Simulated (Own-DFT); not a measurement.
## Calculated data, SiC (4H silicon carbide, atoms displaced)

A calculation, not a measurement: plane-wave PBE density functional theory by an unreviewed code, no spin, of a simulated periodic cell, stress positive in tension, free energy of the whole cell less one offset for each atom, forces on such cells passed a denser k mesh, this cell's mesh not checked; offsets are fitted by least squares, one for each functional and potential file, so energies compare only between cells with the same atoms and settings and are not formation energies; the far tail of each file's local potential was reset to the Coulomb form; each entry is a single point on an unrelaxed cell, so the pressure reflects the starting lattice, mostly measured values (interpolated for alloys), from which strain is counted, and rises with the displacements; printed positions are rounded, which can move forces by about a meV/angstrom; the program, named Own-DFT, is a retired in-house code; no spin-orbit coupling. Program: Own-DFT development build.

Settings shared by all entries: functional PBE; potential files PseudoDojo norm-conserving, scalar-relativistic, standard set; wave cutoff 42 hartree; occupations Fermi-Dirac; smearing width 0.1 eV; hardware one NVIDIA H200; k mesh 3 x 3 x 3 centred on Gamma.

(1) SiC (4H silicon carbide, atoms displaced)

```
CELL_PARAMETERS angstrom
12.33080 0.00000 0.00000
-6.16540 10.67880 0.00000
0.00000 0.00000 10.06810
ATOMIC_POSITIONS crystal
Si 0.00774 0.99727 0.39779
Si 0.07688 0.16713 0.14736
C 0.99611 0.98927 0.09153
C 0.07772 0.17057 0.33959
Si 0.01016 0.25302 0.41020
Si 0.08065 0.41650 0.15145
C 0.00061 0.25596 0.09331
C 0.07843 0.41878 0.34187
Si 0.00157 0.50387 0.40661
Si 0.08258 0.66776 0.15727
C 0.99391 0.50117 0.09244
C 0.09030 0.67287 0.32681
Si 0.99810 0.74269 0.40883
Si 0.08714 0.92406 0.15455
C 0.00671 0.75664 0.08690
C 0.09283 0.92247 0.34579
Si 0.25859 0.01356 0.41378
Si 0.33447 0.16556 0.15814
C 0.25449 0.99361 0.09245
C 0.33096 0.17056 0.34240
Si 0.25734 0.24924 0.40101
Si 0.33830 0.41793 0.15611
C 0.25173 0.25458 0.09257
C 0.34285 0.42552 0.33287
Si 0.25071 0.50226 0.41728
Si 0.34676 0.66810 0.13994
C 0.24121 0.50085 0.09124
C 0.33216 0.66405 0.33830
Si 0.26215 0.75883 0.41048
Si 0.32932 0.91707 0.16333
C 0.24045 0.73872 0.09386
C 0.33243 0.91824 0.34591
Si 0.48806 0.99354 0.39803
Si 0.57401 0.15838 0.15243
C 0.49534 0.99677 0.08696
C 0.57798 0.16327 0.34568
Si 0.49301 0.24122 0.39822
Si 0.58835 0.41892 0.15997
C 0.50891 0.25863 0.08884
C 0.58821 0.41835 0.33811
Si 0.49193 0.49456 0.41332
Si 0.59189 0.66951 0.16364
C 0.51230 0.50268 0.09533
C 0.57679 0.65899 0.35034
Si 0.50024 0.75291 0.40997
Si 0.57918 0.92263 0.15633
C 0.49896 0.74972 0.08619
C 0.58657 0.90826 0.34707
Si 0.75355 0.00239 0.41310
Si 0.83614 0.16533 0.15000
C 0.74068 0.98489 0.09615
C 0.83332 0.15852 0.34689
Si 0.74384 0.24433 0.39884
Si 0.82987 0.41537 0.14818
C 0.75794 0.25646 0.09710
C 0.84021 0.42491 0.34174
Si 0.74864 0.50670 0.39256
Si 0.84560 0.68599 0.15101
C 0.76242 0.51568 0.08148
C 0.82829 0.65655 0.35279
Si 0.74223 0.74988 0.41219
Si 0.83120 0.91401 0.16050
C 0.75523 0.74891 0.09008
C 0.83697 0.91419 0.35020
Si 0.00286 0.00552 0.89952
Si 0.92304 0.83450 0.66086
C 0.00442 0.99990 0.59906
C 0.91697 0.82804 0.84020
Si 0.99680 0.74730 0.91649
Si 0.91853 0.58755 0.66030
C 0.99914 0.75793 0.59966
C 0.91319 0.58392 0.84106
Si 0.99843 0.49521 0.91176
Si 0.92194 0.33682 0.65352
C 0.00415 0.50482 0.60573
C 0.91886 0.33212 0.83627
Si 0.01537 0.25965 0.90583
Si 0.91014 0.07972 0.65403
C 0.00831 0.25448 0.58771
C 0.89919 0.07170 0.84467
Si 0.75261 0.00790 0.90044
Si 0.66693 0.83316 0.65661
C 0.74643 0.99751 0.60045
C 0.67285 0.83338 0.84256
Si 0.75336 0.75506 0.91421
Si 0.67139 0.59104 0.65615
C 0.75315 0.75413 0.59168
C 0.67217 0.59051 0.84130
Si 0.74871 0.49219 0.91008
Si 0.67498 0.34150 0.65173
C 0.74990 0.49892 0.60529
C 0.65693 0.32522 0.83561
Si 0.75247 0.25063 0.89759
Si 0.66366 0.08555 0.65343
C 0.74631 0.24733 0.60174
C 0.66728 0.08413 0.84707
Si 0.49945 0.00621 0.90635
Si 0.41126 0.83338 0.65235
C 0.49707 0.00088 0.59769
C 0.39869 0.82300 0.84182
Si 0.50214 0.75152 0.90219
Si 0.41712 0.59053 0.66795
C 0.50218 0.74744 0.59689
C 0.42731 0.58756 0.83191
Si 0.49555 0.49607 0.90650
Si 0.41814 0.33419 0.65436
C 0.50335 0.49996 0.58585
C 0.42462 0.33490 0.85054
Si 0.50368 0.25335 0.90816
Si 0.41548 0.07880 0.65201
C 0.49229 0.25559 0.58590
C 0.41248 0.07806 0.84059
Si 0.24798 0.99919 0.89758
Si 0.17639 0.83715 0.65872
C 0.26039 0.00896 0.60392
C 0.16909 0.83192 0.85349
Si 0.25210 0.74903 0.91534
Si 0.16797 0.58001 0.65152
C 0.25347 0.75141 0.60655
C 0.16474 0.58323 0.84412
Si 0.25189 0.49697 0.91429
Si 0.16340 0.33370 0.65737
C 0.24519 0.50049 0.58222
C 0.17005 0.33400 0.85124
Si 0.24701 0.24437 0.90874
Si 0.16334 0.07667 0.64660
C 0.26083 0.25744 0.60141
C 0.17295 0.08786 0.84355
```

* free energy of cell above offsets: -3.902 eV
* pressure: 6.52 GPa
* stress xx: -6.63 GPa
* stress yy: -4.71 GPa
* stress zz: -8.21 GPa
* stress yz: 0.22 GPa
* stress xz: 0.19 GPa
* stress xy: -0.59 GPa
* wall time: 553.9 s

Force:
```tsv
element	x (eV/Å)	y (eV/Å)	z (eV/Å)
Si	-2.342	1.209	1.798
Si	1.557	-0.288	1.412
C	-1.512	3.025	-0.558
C	3.747	-1.588	-0.443
Si	-3.209	0.702	-1.767
Si	-1.216	1.473	1.818
C	0.571	-1.366	-1.3
C	1.856	-0.409	0.5
Si	0.075	0.393	-0.052
Si	-0.296	-0.824	-3.137
C	1.417	-0.397	0.35
C	-0.323	-0.186	6.416
Si	-0.002	1.3	-0.186
Si	2.015	-1.277	0.361
C	-0.137	0.52	3.998
C	0.401	-1.211	-0.453
Si	-0.366	-2.605	-0.342
Si	-0.141	0.251	-2.024
C	-2.53	2.691	-0.366
C	2.168	-1.45	-1.078
Si	-4.088	2.73	1.399
Si	-0.372	1.04	-1.416
C	0.015	-1.644	0.501
C	-2.073	-2.204	2.823
Si	0.01	-0.24	-7.192
Si	-4.943	-1.512	3.301
C	3.338	-0.231	0.785
C	0.646	1.304	0.828
Si	-1.427	-2.782	-0.908
Si	1.299	-2.389	-1.867
C	2.285	2.354	1.03
C	-1.428	0.506	0.007
Si	4.074	1.466	2.346
Si	1.436	2.384	0.194
C	-0.622	0.272	1.862
C	0.125	-1.268	-1.46
Si	0.618	3.49	1.749
Si	1.031	1.109	-1.773
C	-0.623	-1.937	1.711
C	-1.707	-1.465	1.351
Si	2.284	0.866	-2.559
Si	-1.063	-0.811	-0.921
C	-2.724	0.244	-0.587
C	0.341	1.749	-0.516
Si	0.151	-2.789	-0.311
Si	1.738	-2.249	0.279
C	2.966	1.398	0.289
C	-2.014	2.69	-0.845
Si	0.21	-1.468	-0.615
Si	-1.021	-0.898	1.515
C	0.159	3.21	-1.178
C	-0.46	2.207	-0.709
Si	1.55	1.649	1.167
Si	-0.021	2.408	1.73
C	-1.285	-3.068	-1.617
C	-1.481	-1.827	-0.164
Si	1.75	-5.412	3.569
Si	1.326	-3.839	1.535
C	-0.601	-1.867	3.892
C	-0.346	7.065	-2.879
Si	1.719	-0.765	-0.788
Si	0.206	-0.203	-0.035
C	-2.04	1.631	2.28
C	-0.531	0.184	-0.722
Si	-0.291	-2.256	0.301
Si	-2.701	0.365	-0.452
C	-1.793	-0.205	-1.736
C	-0.275	1.706	1.983
Si	0.763	0.063	-4.574
Si	-0.39	-0.082	-0.113
C	3.929	-1.777	-1.832
C	1.283	-0.665	1.943
Si	-0.626	1.473	-2.178
Si	-0.662	-0.586	-0.362
C	-0.839	-0.097	-2.927
C	0.602	-0.06	1.471
Si	-4.287	-2.531	0.1
Si	1.522	0.837	0.551
C	-1.699	-1.495	2.102
C	6.127	4.54	-1.474
Si	-2.835	-4.392	2.725
Si	0.637	-0.586	0.748
C	-0.525	0.684	-1.333
C	-1.871	0.943	0.425
Si	0.511	-1.251	-3.285
Si	-0.002	-1.323	0.346
C	0.162	0.376	0.915
C	-0.62	-1.287	1.215
Si	-1.244	1.739	-3.631
Si	-2.277	-2.4	0.198
C	0.225	2.611	-2.969
C	2.365	1.269	1.296
Si	-0.537	0.306	1.083
Si	0.441	-0.889	1.219
C	1.135	1.164	-2.451
C	-1.154	-0.146	-0.835
Si	0.309	-2.277	-1.527
Si	2.853	0.459	2.194
C	0.859	-0.966	-2.037
C	4.78	2.986	-0.25
Si	-0.128	0.68	-0.859
Si	0.821	-1.957	-6.529
C	-1.618	1.503	-0.336
C	-1.685	-1.347	6.513
Si	2.644	1.958	-0.14
Si	0.749	1.829	1.686
C	-1.1	0.521	3.552
C	-2.355	-0.734	-1.379
Si	-0.571	-1.718	-1.189
Si	0.953	4.052	1.87
C	3.639	-2.064	-0.168
C	0.017	1.881	0.32
Si	1.084	-0.676	1.725
Si	-2.373	-0.529	1.51
C	-2.047	-2.744	-2.672
C	-1.099	-0.15	-1.452
Si	-2.586	-1.414	-0.974
Si	-0.793	1.104	2.381
C	-1.299	-1.161	-3.765
C	1.29	-0.912	0.178
Si	-0.901	1.85	-2.551
Si	2.34	0.506	0.044
C	1.575	-0.247	6.217
C	1.459	0.429	-2.045
Si	1.877	1.999	-0.447
Si	0.8	3.377	2.535
C	-3.165	-2.101	-2.103
C	-1.541	-1.232	-0.8
```

(2) SiC (4H silicon carbide, atoms displaced)

```
CELL_PARAMETERS angstrom
12.33080 0.00000 0.00000
-6.16540 10.67880 0.00000
0.00000 0.00000 10.06810
ATOMIC_POSITIONS crystal
Si 0.98999 0.00590 0.39913
Si 0.08969 0.17168 0.15703
C 0.99363 0.99123 0.08998
C 0.08647 0.16489 0.33640
Si 0.00669 0.25944 0.41003
Si 0.07534 0.41268 0.14578
C 0.00076 0.24710 0.08986
C 0.08004 0.41332 0.33995
Si 0.00224 0.50427 0.41527
Si 0.08227 0.66404 0.15204
C 0.00666 0.50198 0.09778
C 0.09173 0.67974 0.34627
Si 0.00298 0.75030 0.39909
Si 0.08763 0.92025 0.15884
C 0.00147 0.74767 0.10237
C 0.08933 0.91812 0.33445
Si 0.25119 0.99863 0.40352
Si 0.33237 0.16132 0.15438
C 0.24887 0.99816 0.09849
C 0.34419 0.16934 0.35307
Si 0.24923 0.24687 0.39826
Si 0.33830 0.40985 0.15527
C 0.24035 0.25019 0.08918
C 0.33447 0.42845 0.34044
Si 0.24441 0.49944 0.41408
Si 0.33178 0.66864 0.15592
C 0.24559 0.49571 0.09721
C 0.32578 0.66898 0.33711
Si 0.24630 0.75444 0.39877
Si 0.34049 0.91553 0.15038
C 0.24447 0.74751 0.09420
C 0.32607 0.91640 0.33718
Si 0.49702 0.99549 0.39843
Si 0.58915 0.17245 0.15244
C 0.50480 0.00449 0.08975
C 0.58653 0.16426 0.33910
Si 0.50175 0.23982 0.40750
Si 0.59328 0.43036 0.16777
C 0.49871 0.24790 0.08513
C 0.58958 0.42106 0.34818
Si 0.50623 0.50509 0.40314
Si 0.58922 0.66901 0.15080
C 0.50403 0.50184 0.09429
C 0.58635 0.66648 0.35118
Si 0.50800 0.75148 0.40943
Si 0.57271 0.91486 0.14601
C 0.50359 0.75535 0.08090
C 0.57917 0.91468 0.35042
Si 0.74977 0.00299 0.40962
Si 0.83651 0.16674 0.15236
C 0.75634 0.00773 0.09721
C 0.82757 0.16036 0.35036
Si 0.75385 0.25722 0.41146
Si 0.83350 0.41068 0.15199
C 0.75130 0.25037 0.09791
C 0.82822 0.41182 0.33543
Si 0.75449 0.50214 0.40970
Si 0.82196 0.66066 0.16281
C 0.74591 0.49607 0.10141
C 0.83583 0.66789 0.35206
Si 0.74327 0.74864 0.39960
Si 0.83440 0.91337 0.15345
C 0.76118 0.75832 0.10847
C 0.82831 0.91353 0.34591
Si 0.99949 0.00007 0.90931
Si 0.91969 0.83644 0.65457
C 0.99269 0.00232 0.59468
C 0.91876 0.83707 0.84692
Si 0.99899 0.75002 0.89327
Si 0.91056 0.57746 0.65636
C 0.99525 0.75448 0.59568
C 0.92237 0.58883 0.84503
Si 0.99606 0.50096 0.90838
Si 0.92486 0.34273 0.65976
C 0.00130 0.50741 0.59531
C 0.90872 0.32809 0.84515
Si 0.99292 0.25419 0.89619
Si 0.91734 0.08117 0.65507
C 0.00315 0.25100 0.59107
C 0.91844 0.08671 0.84085
Si 0.75080 0.99816 0.90839
Si 0.67057 0.83465 0.65991
C 0.75744 0.01111 0.59405
C 0.67024 0.83283 0.83978
Si 0.75501 0.75410 0.90985
Si 0.66135 0.59047 0.66038
C 0.76059 0.75394 0.59409
C 0.66527 0.58175 0.85186
Si 0.75220 0.50388 0.88823
Si 0.66763 0.33209 0.65095
C 0.74117 0.49693 0.59484
C 0.67401 0.34224 0.84535
Si 0.75012 0.25390 0.90370
Si 0.66719 0.08131 0.65038
C 0.75483 0.25186 0.59456
C 0.66496 0.07718 0.84706
Si 0.49547 0.00389 0.91027
Si 0.42858 0.83423 0.65728
C 0.49664 0.99472 0.58902
C 0.41469 0.83498 0.84651
Si 0.50278 0.74929 0.91839
Si 0.41879 0.58595 0.65348
C 0.49445 0.74765 0.59383
C 0.41377 0.57931 0.84217
Si 0.50073 0.48575 0.90949
Si 0.41523 0.33534 0.65194
C 0.50041 0.50317 0.59773
C 0.43133 0.34185 0.84869
Si 0.49435 0.24860 0.90733
Si 0.42371 0.09186 0.65131
C 0.50842 0.26613 0.58747
C 0.41696 0.07972 0.84549
Si 0.23746 0.98901 0.91013
Si 0.16389 0.83031 0.65267
C 0.24195 0.99783 0.60724
C 0.16910 0.84173 0.84990
Si 0.25282 0.75131 0.91439
Si 0.17396 0.58625 0.65465
C 0.25893 0.75273 0.59061
C 0.16101 0.58027 0.82963
Si 0.25195 0.49082 0.90336
Si 0.15447 0.33003 0.65185
C 0.25836 0.51092 0.59697
C 0.16349 0.33650 0.85123
Si 0.25196 0.24927 0.90641
Si 0.16204 0.07692 0.66028
C 0.24603 0.25065 0.58577
C 0.16206 0.08856 0.84673
```

- free energy of cell above offsets: -6.408 eV
- pressure: 6.13 GPa
- stress xx: -5.63 GPa
- stress yy: -6.79 GPa
- stress zz: -5.98 GPa
- stress yz: -0.86 GPa
- stress xz: 0.25 GPa
- stress xy: 0.24 GPa
- wall time: 516.3 s

Force:
```tsv
element	x (eV/Å)	y (eV/Å)	z (eV/Å)
Si	3.081	-1.685	1.229
Si	-2.764	-2.286	-1.284
C	1.305	2.202	1.198
C	-1.217	1.198	1.27
Si	-0.934	-2.739	-1.733
Si	3.146	-0.355	1.95
C	-0.987	0.387	-0.38
C	-0.534	1.709	0.763
Si	-0.226	-0.283	-2.972
Si	-0.825	1.114	1.692
C	-2.6	-0.585	-1.693
C	-1.355	-4.107	-1.147
Si	-1.479	1.696	1.24
Si	-0.804	-2	-1.598
C	-1.544	-0.018	-1.91
C	-1.99	0.565	3.121
Si	-1.43	0.714	1.295
Si	0.264	1.244	0.517
C	0.862	-0.052	-1.382
C	-2.424	-1.011	-2.144
Si	0.858	1.533	1.063
Si	-2.696	2.239	0.431
C	4.276	0.042	0.417
C	1.684	-2.098	0.73
Si	0.448	1.299	-2.455
Si	0.39	-1.748	-0.654
C	1.144	0.634	-1.291
C	1.966	-0.081	1.59
Si	2.972	0.425	2.014
Si	-2.51	0.325	0.797
C	1.703	0.728	0.041
C	2.401	0.555	0.06
Si	-0.829	0.347	1.06
Si	-1.187	-0.484	0.43
C	-1.31	0.134	0.873
C	-0.125	0.057	0.838
Si	0.292	3.018	-0.868
Si	-0.761	-3.256	-1.434
C	-0.182	0.851	2.727
C	-0.611	-0.909	0.341
Si	-0.972	-2.049	1.348
Si	-1.218	0.392	1.052
C	0.03	-0.121	0.263
C	-1.567	0.104	-2.531
Si	-3.029	-0.459	-0.696
Si	3.706	1.064	2.285
C	0.041	-1.189	6.957
C	1.166	-0.29	-2.016
Si	-0.208	-1.189	-0.598
Si	-0.164	0.625	1.933
C	-0.681	-3.197	-1.036
C	1.066	2.865	-1.247
Si	0.655	-2.143	-1.293
Si	-0.912	2.132	0.653
C	0.758	-0.372	-2.019
C	1.069	1.958	2.172
Si	-0.435	-0.203	-0.461
Si	4.233	0.448	0.202
C	1.731	1.118	-2.371
C	-0.969	-0.233	-1.019
Si	3.666	0.997	2.5
Si	-1.275	3.513	1.987
C	-2.287	-3.276	-3.263
C	-0.718	0.613	-0.938
Si	-0.78	0.884	-0.593
Si	-0.859	0.77	0.704
C	2.577	-0.683	-1.385
C	-0.086	-0.481	-1.113
Si	0.64	1.377	3.445
Si	-0.798	2.059	-0.208
C	2.394	-1.624	-0.939
C	-1.01	-1.572	-1.021
Si	1.849	0.1	-0.666
Si	-0.925	-1.469	-0.908
C	1.106	-0.934	0.325
C	0.076	2.715	-0.696
Si	2.843	-1.71	2.32
Si	-1.167	1.516	1.057
C	-2.45	-0.366	0.472
C	-0.274	-0.58	0.405
Si	0.03	0.839	-0.285
Si	0.112	0.311	-1.689
C	-0.249	-2.657	-0.117
C	-0.5	-0.213	2.371
Si	-0.154	-0.796	0.05
Si	1.89	-0.587	-0.106
C	-3.055	-0.684	-0.492
C	-0.25	1.611	-1.138
Si	0.42	0.294	3.51
Si	0.34	0.823	1.551
C	1.238	0.986	0.519
C	-0.896	-2.521	-1.253
Si	-0.875	-2.097	0.667
Si	-0.932	0.706	1.533
C	-0.441	0.359	0.365
C	-1.025	1.337	-0.729
Si	2.444	-1.138	-1.908
Si	-3.99	0.387	0.869
C	0.381	1.887	-0.246
C	1.393	-0.139	0.459
Si	-0.803	-0.564	-7.955
Si	0.274	-0.367	1.624
C	3.487	0.441	-0.303
C	1.691	0.424	0.814
Si	-1.66	6.547	0.96
Si	-0.461	0.442	0.312
C	-0.347	0.002	-1.318
C	-2.955	-5.559	-3.019
Si	2.828	-0.588	-0.791
Si	-0.845	-1.62	1.168
C	-0.01	-3.143	1.044
C	-2.313	1.719	-0.832
Si	0.823	5.126	0.499
Si	1.086	0.042	1.135
C	2.484	0.389	-2.878
C	0.405	-4.801	-2.062
Si	-0.989	-0.922	-2.947
Si	-1.44	1.551	-0.9
C	-1.323	0.203	-0.056
C	0.471	0.279	4.236
Si	-1.977	3.467	1.355
Si	4.402	2.216	1.784
C	-0.999	-3.024	-0.976
C	0.674	-2.835	-2.718
Si	-1.03	1.022	-0.64
Si	-1.672	2.058	-0.673
C	0.313	-0.364	1.499
C	1.713	-1.283	-0.099
```
